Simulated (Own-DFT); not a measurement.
# Computed records: Hf$_{32}$O$_{63}$ (monoclinic hafnia with one neutral oxygen vacancy, atoms displaced), Hf$_{16}$O$_{31}$ (monoclinic hafnia with two neutral oxygen vacancies, strained, atoms displaced)

Computed with Own-DFT development build. A calculation, not a measurement: plane-wave PBE and HSE06 DFT by an unreviewed code, no spin, of a simulated cell at Gamma alone, so results move with cell size and shape, stress positive in tension, energies less offsets, not probed for a lower state with spin; hafnium file: forces about 75 meV/angstrom off all-electron values; oxygen file: force components 24 meV/angstrom off all-electron in a glass; k mesh not checked against a denser one; forces and stress are PBE's, HSE06 gives the energy alone, and its difference from PBE has offsets of its own; offsets are fitted by least squares, one for each functional and potential file, so energies compare only between cells with the same atoms and settings and are not formation energies; the far tail of each file's local potential was reset to the Coulomb form; each entry is a single point on an unrelaxed cell, so the pressure reflects the starting lattice, mostly measured values, from which strain is counted, and rises with the displacements; printed positions are rounded, which can move forces by about a meV/angstrom; the program is a retired in-house code; no spin-orbit coupling.

Settings shared by all entries: first functional PBE; second functional HSE06; exact exchange share 0.25; screening 0.11 1/bohr; exchange divergence Gygi-Baldereschi; potential files PseudoDojo norm-conserving, scalar-relativistic, made for PBE, standard set; wave cutoff 48 hartree; occupations fixed; k mesh 1 x 1 x 1 centred on Gamma.

(1) 
```xyz
95
Lattice="10.2340 0.0000 0.0000 0.0000 10.3500 0.0000 -1.6955 0.0000 10.4453" Properties=species:S:1:pos:R:3:force_x:R:1:force_y:R:1:force_z:R:1 formula=Hf32O63 PBE_energy_of_cell_above_offsets=-83.319 HSE06_less_PBE_above_offsets=0.498 PBE_pressure=7.8 PBE_stress_xx=-6.6 PBE_stress_yy=-7.8 PBE_stress_zz=-9.01 PBE_stress_yz=-0.58 PBE_stress_xz=-0.35 PBE_stress_xy=0.52
Hf     1.2021     0.2992     1.1424      1.073      -3.12     -3.341
Hf     3.2608     2.8226     1.6885      5.895     -2.415       -3.2
Hf     2.9588     4.9365     4.1159      0.778      2.256      1.232
Hf     0.7964     2.4287     3.7166     -2.024     -0.521       0.79
O      0.1348     1.7199     1.8223     -1.444      1.862      0.686
O      4.7271     4.3428     0.8294     -3.443     -1.769     -0.217
O      4.1582     3.5557     3.6232      0.329      -2.23     -2.258
O     -0.3152     0.9539     4.4220     -0.168     -0.335     -0.376
O      1.9169     4.0396     2.4890     -1.177     -2.422        2.2
O      2.8150     1.3173     0.0232      0.286      0.653      2.011
O      2.3424     1.0471     2.6709      0.475      4.203      0.574
O      1.4809     3.7579     5.1982     -1.619      0.541     -2.408
Hf     0.3324     0.1907     6.2403       0.27      0.681      2.074
Hf     2.4760     2.7942     6.7301      3.824     -1.229      0.979
Hf     2.2029     5.0586     9.3841      1.656     -0.883      1.144
Hf     0.0622     2.4123     8.8853     -1.282     -2.437      0.515
O     -0.8262     1.8188     6.9752      1.621     -1.183      0.573
O      3.6206     4.2604     5.9376      2.029      1.584      1.373
O      3.3738     3.5000     8.5561     -1.966      1.143      0.521
O     -1.0990     0.8807     9.7113     -1.495      0.448     -1.171
O      1.0783     4.0072     7.5672      0.242     -3.818      5.143
O      1.9769     1.3080     5.5150       0.09     -0.612     -2.809
O      1.5753     1.1596     8.0018     -0.831      1.162     -0.878
O      0.6037     3.7112    10.4101      0.449      2.058     -0.207
Hf     1.2173     5.3263     1.1465     -1.162      4.046       -2.5
Hf     3.4141     8.0612     1.5998      0.511     -0.606      -1.44
Hf     2.9598    10.1949     4.1031      3.016     -1.233      1.786
Hf     0.8882     7.5526     3.7440     -1.237     -0.724     -0.928
O      0.1383     6.9140     1.8064      0.078     -0.034      1.281
O      4.6531     9.5240     0.7235      0.209     -0.924       0.93
O      4.1933     8.6796     3.3173     -0.023      0.374      1.507
O     -0.3813     5.9768     4.4540       2.24      1.363     -0.627
O      1.7665     9.1072     2.4901      0.688     -0.955      0.902
O      2.9059     6.6886     0.2312     -0.254     -3.126     -2.513
O      2.4936     6.3526     2.6648     -0.781       1.27      0.988
O      1.5109     9.1499     5.1170     -0.709     -1.345      0.015
Hf     0.4530     5.3001     6.4186     -3.716      4.778     -3.954
Hf     2.6986     7.9877     6.7954     -0.649     -0.161     -1.409
Hf     2.3457    10.0376     9.3312     -3.097      3.183       0.92
Hf     0.0308     7.6179     8.9527     -2.186     -1.255      0.323
O     -0.7754     6.8669     7.0005      0.648      0.226      0.789
O      3.8494     9.3834     5.9993     -0.439     -0.031      -0.07
O      3.4530     8.6839     8.5938     -0.163     -0.918     -0.593
O     -1.2128     6.0837     9.7462      1.178       -0.1     -0.501
O      1.0737     8.9898     7.7821      0.324      0.594     -0.806
O      1.8515     6.5453     5.2869      1.421      0.014      1.066
O      1.4604     6.3611     7.9630      1.074      0.895      0.829
O      0.5740     8.9821    10.3962      0.249      1.021     -0.328
Hf     6.4383     0.1489     0.9844     -1.594      2.307      1.714
Hf     8.5822     2.7563     1.5333     -1.671      0.688      0.966
Hf     8.2446     4.9620     4.3000     -2.312      0.365     -2.287
Hf     5.9726     2.4808     3.7465     -0.746     -2.515     -1.377
O      5.1736     1.7451     1.9080     -1.413      0.521     -0.995
O      9.7238     4.2800     0.8597      0.665      -0.41      0.211
O      9.3111     3.4842     3.3472       2.31     -1.287      0.845
O      4.8477     0.7405     4.3612     -1.511      0.659      -0.22
O      7.0473     3.9102     2.6563     -0.337     -0.172     -1.323
O      7.8825     1.4005     0.1594      0.776     -0.306     -0.867
O      7.4229     1.2316     2.7285      1.572     -0.447      -0.36
O      6.5726     3.7484     5.2012     -0.622      2.436      0.754
Hf     5.5016     0.2058     6.2511      0.403      0.741      0.362
Hf     7.6484     2.7728     6.7566     -0.205     -0.254      0.145
Hf     7.3317     4.7876     9.4321     -1.419      5.558     -0.585
Hf     5.0123     2.4550     8.8879      0.748     -1.401      0.496
O      4.4242     1.7553     6.9393      -0.82      0.152      0.195
O      8.8604     4.2822     6.0753      1.205     -0.228      0.922
O      8.4866     3.5393     8.6593       2.07     -2.241     -0.783
O      3.9994     0.8638     9.5086     -0.834     -1.144      0.745
O      6.0275     3.7619     7.7511      1.442      2.195     -0.923
O      7.0880     1.4714     5.2393      0.544     -1.861      1.217
O      5.7076     3.9424    10.3506      0.188     -1.556      0.255
Hf     6.3346     5.3191     1.1090      2.938      1.701      0.839
Hf     8.6058     8.0505     1.6181     -0.489     -4.185     -1.716
Hf     8.1727    10.0609     4.0824     -1.383      2.782      0.432
Hf     5.9116     7.5969     3.6889      0.996     -1.532     -1.069
O      5.2467     6.7639     1.8881     -1.957      2.435     -0.556
O      9.7220     9.4194     0.8016      0.949      1.745      -0.34
O      9.3981     8.6757     3.5044        0.4     -0.916     -0.603
O      4.8765     6.0287     4.3408     -1.412     -0.639      1.656
O      6.9963     9.0705     2.4740      0.506       0.22     -0.348
O      8.1180     6.6110     0.0498     -1.372      0.309      1.032
O      7.5163     6.3698     2.6243      0.553      0.907      1.609
O      6.5875     9.1233     4.9606      0.224     -1.199      1.071
Hf     5.4342     5.3384     6.2351      0.999      0.316      0.943
Hf     7.7864     8.0021     6.7625     -1.839     -2.424     -1.621
Hf     7.3567    10.1262     9.3647      -0.79      1.006     -1.069
Hf     5.0397     7.5915     8.9906      4.765     -1.916     -0.837
O      4.3413     6.8718     7.1230     -0.313     -0.638     -1.293
O      8.9043     9.5129     5.9884      0.155      0.309     -0.803
O      8.3944     8.8161     8.3676      3.806     -0.317      3.738
O      4.0196     6.0132     9.5406     -1.823     -0.826      0.972
O      6.2031     9.1588     7.6885     -1.101      0.472     -0.192
O      7.2587     6.3915     5.3977     -2.136      1.219     -0.195
O      6.7493     6.5265     7.9850     -1.105      -1.27     -0.424
O      5.7124     9.0668    10.2546      0.205       0.68      1.058
```

Units: PBE_energy_of_cell_above_offsets, HSE06_less_PBE_above_offsets in eV; PBE_pressure, PBE_stress_xx, PBE_stress_yy, PBE_stress_zz, PBE_stress_yz, PBE_stress_xz, PBE_stress_xy in GPa; force_x, force_y, force_z in eV/Å.

(2) 
```xyz
94
Lattice="10.1756 -0.0439 -0.0593 -0.0444 10.3177 -0.1772 -1.7463 -0.1715 10.3754" Properties=species:S:1:pos:R:3:force_x:R:1:force_y:R:1:force_z:R:1 formula=Hf16O31 PBE_energy_of_cell_above_offsets=-75.840 HSE06_less_PBE_above_offsets=0.695 PBE_pressure=13.96 PBE_stress_xx=-14.18 PBE_stress_yy=-13.27 PBE_stress_zz=-14.42 PBE_stress_yz=-4.82 PBE_stress_xz=-3.23 PBE_stress_xy=-0.15
Hf     1.3152     0.1064     1.1538     -2.011      2.034     -2.516
Hf     3.3673     2.8161     1.4547      1.097     -1.515     -1.487
Hf     2.9480     4.8493     4.0729     -0.031       3.08      1.175
Hf     0.8380     2.3867     3.6802     -1.091     -1.177     -0.796
O      0.2192     1.7193     1.8446     -1.498      0.885      0.088
O      4.7004     4.2764     0.8185     -2.379     -1.531     -0.351
O      4.0485     3.3802     3.2674      3.023     -0.959      1.807
O     -0.0768     0.8043     4.4187     -3.728     -1.088     -2.218
O      2.0358     3.8970     2.5051     -2.743     -0.849     -1.307
O      2.7431     1.2438     0.0186      1.306      2.015      2.383
O      2.4401     1.1715     2.7425      0.579      0.324     -0.547
O      1.3275     3.7132     5.1447      1.416      1.069     -0.693
Hf     0.2602     0.0573     6.1956      1.565      0.992      4.629
Hf     2.5116     2.6665     6.6391     -0.341      0.181      0.616
Hf     2.0032     4.6952     9.2221      1.434      3.926     -0.479
Hf    -0.0372     2.2440     8.7977     -2.592     -2.495     -1.487
O     -0.8776     1.6496     6.9692      0.759     -0.504     -0.816
O      3.7386     4.2751     6.0783     -0.847     -0.843     -1.754
O      3.1746     3.3350     8.4014       1.56     -1.312      2.165
O     -1.2040     0.8372     9.6153     -1.787     -1.477     -0.205
O      0.9028     3.9943     7.6682     -0.045     -2.598     -0.873
O      1.9627     1.2692     5.3358      1.125     -0.565     -0.984
O      1.4937     0.9962     7.9563     -0.338      2.266     -1.524
O      0.4229     3.7224    10.0608      1.181     -0.297      3.354
Hf     1.1785     5.2601     1.0291      0.758      2.856      -0.48
Hf     3.4219     7.9885     1.3667     -2.464     -3.784       -1.7
Hf     2.9653    10.0181     3.8552     -0.254      2.604      3.129
Hf     0.7827     7.5463     3.5228     -0.792      -2.54      1.159
O     -0.1124     6.9693     1.6878      6.321     -4.511      0.396
O      4.3523     9.4069     0.5844      3.674      1.579      2.717
O      4.0464     8.5365     3.2265     -1.423      0.866     -0.103
O      1.7226     8.9627     2.3793      1.354      0.598     -0.407
O      2.6851     6.4659    -0.0209      1.392      0.247      0.436
O      2.2378     6.2603     2.6187      0.465      1.367      0.769
O      1.3336     8.9312     4.9568      1.424     -0.693     -1.037
Hf     0.3059     5.3083     6.1175      0.187      1.526       0.54
Hf     2.6233     7.8827     6.4958     -3.667      1.183      0.953
Hf     2.1087     9.8994     9.2289     -3.969      -0.36     -4.807
Hf    -0.1583     7.3582     8.6318      1.569      0.688      1.952
O     -0.9044     6.9276     6.9004      2.468     -4.061      -3.03
O      3.7792     9.4029     5.8632     -1.533     -0.813     -1.152
O      3.2178     8.4261     8.4399      1.874     -1.746     -0.206
O     -1.2793     5.8527     9.5036      0.473      0.941     -0.305
O      0.9764     8.9398     7.4639      0.004       -0.7      0.237
O      1.4637     6.2846     7.6284      0.427      0.473      0.578
O      0.4335     8.8022    10.0778     -0.519     -0.372      0.626
Hf     6.3833     0.3400     1.0202       0.69     -5.143     -0.868
Hf     8.3494     2.7440     1.5139      5.192      0.435     -2.793
Hf     7.8976     4.8270     3.9973      3.011      4.397      1.219
Hf     5.8800     2.4296     3.5485     -1.187     -3.633      1.263
O      5.2739     1.7143     1.6931     -2.471      1.891      -0.04
O      9.8480     4.1997     0.6520     -3.106     -1.795      0.793
O      9.0614     3.4317     3.3722      2.912     -2.394     -1.246
O      4.8804     0.7592     4.3389     -2.555      0.186     -1.727
O      6.9757     3.8818     2.4156     -2.258     -0.526     -1.232
O      7.9171     1.2291    -0.0567      -1.06      1.403      1.023
O      7.5103     1.2019     2.5081      0.503      0.405      1.761
O      6.6304     3.6969     4.9035     -2.964      0.477      1.554
Hf     5.5042     0.0775     6.1911      1.426      0.744     -0.095
Hf     7.5562     2.7080     6.5292      2.832     -1.626      1.094
Hf     7.2439     4.8284     9.0423      0.079     -2.089      2.531
Hf     4.8928     2.1251     8.7308       1.81      1.475      0.727
O      4.2754     1.6025     6.9770     -0.772      -0.26     -1.648
O      8.8938     4.1511     5.7928     -1.279      0.387      0.252
O      8.2843     3.3194     8.3849      2.142     -0.435       0.42
O      3.7684     0.5923     9.4818      2.559      1.954      0.766
O      6.1461     3.6299     7.5824     -2.979      2.649     -1.083
O      6.9616     1.2151     5.1750      1.681      0.616     -0.531
O      6.5893     1.1419     7.7674     -0.444     -0.799      0.611
O      5.7931     3.7189    10.0888     -1.485     -1.326      1.874
Hf     6.3581     5.3267     1.0077       0.54      1.642      -1.86
Hf     8.5844     7.8379     1.3661     -6.272      3.662      -3.15
Hf     8.1311     9.9354     3.8422       -2.9      1.489      0.898
Hf     5.6458     7.5302     3.4439      5.776     -0.379      2.445
O      5.1375     6.9075     1.6906     -0.948      -0.71     -2.906
O      9.6548     9.4698     0.6143     -0.227     -0.416     -0.159
O      9.1195     8.4540     3.1738      1.965     -0.165      2.496
O      4.7139     6.0624     4.2255     -2.216     -3.095      1.363
O      6.9377     9.0845     2.2232     -0.549       0.58      0.194
O      7.8569     6.5562    -0.0959      0.132     -1.369       0.29
O      7.3788     6.3012     2.6628      0.098      0.629     -1.481
O      6.4553     8.8702     4.7862      0.605      1.966      0.294
Hf     5.3673     5.3695     6.3243       2.01     -2.722     -3.864
Hf     7.5964     7.7629     6.5499     -1.324      2.211     -4.057
Hf     7.1147     9.8939     9.0418      2.426      0.696      0.196
Hf     5.0258     7.3081     8.6568     -1.654      1.023      2.847
O      4.1994     6.7484     6.7629      0.593       0.98      1.421
O      8.7261     9.2884     5.8819      0.263      1.373     -2.359
O      8.2580     8.3025     8.2139      1.124      2.666      6.543
O      3.9348     5.6200     9.4805     -0.442      1.796     -1.472
O      6.1395     8.9828     7.4030      -1.97     -0.816      0.861
O      6.9243     6.5944     5.1559     -0.962     -4.349     -0.852
O      6.6446     6.2435     7.7149     -1.558      0.113      0.065
O      5.6051     8.7163    10.0385     -0.168      1.287     -0.821
```

Units: PBE_energy_of_cell_above_offsets, HSE06_less_PBE_above_offsets in eV; PBE_pressure, PBE_stress_xx, PBE_stress_yy, PBE_stress_zz, PBE_stress_yz, PBE_stress_xz, PBE_stress_xy in GPa; force_x, force_y, force_z in eV/Å.
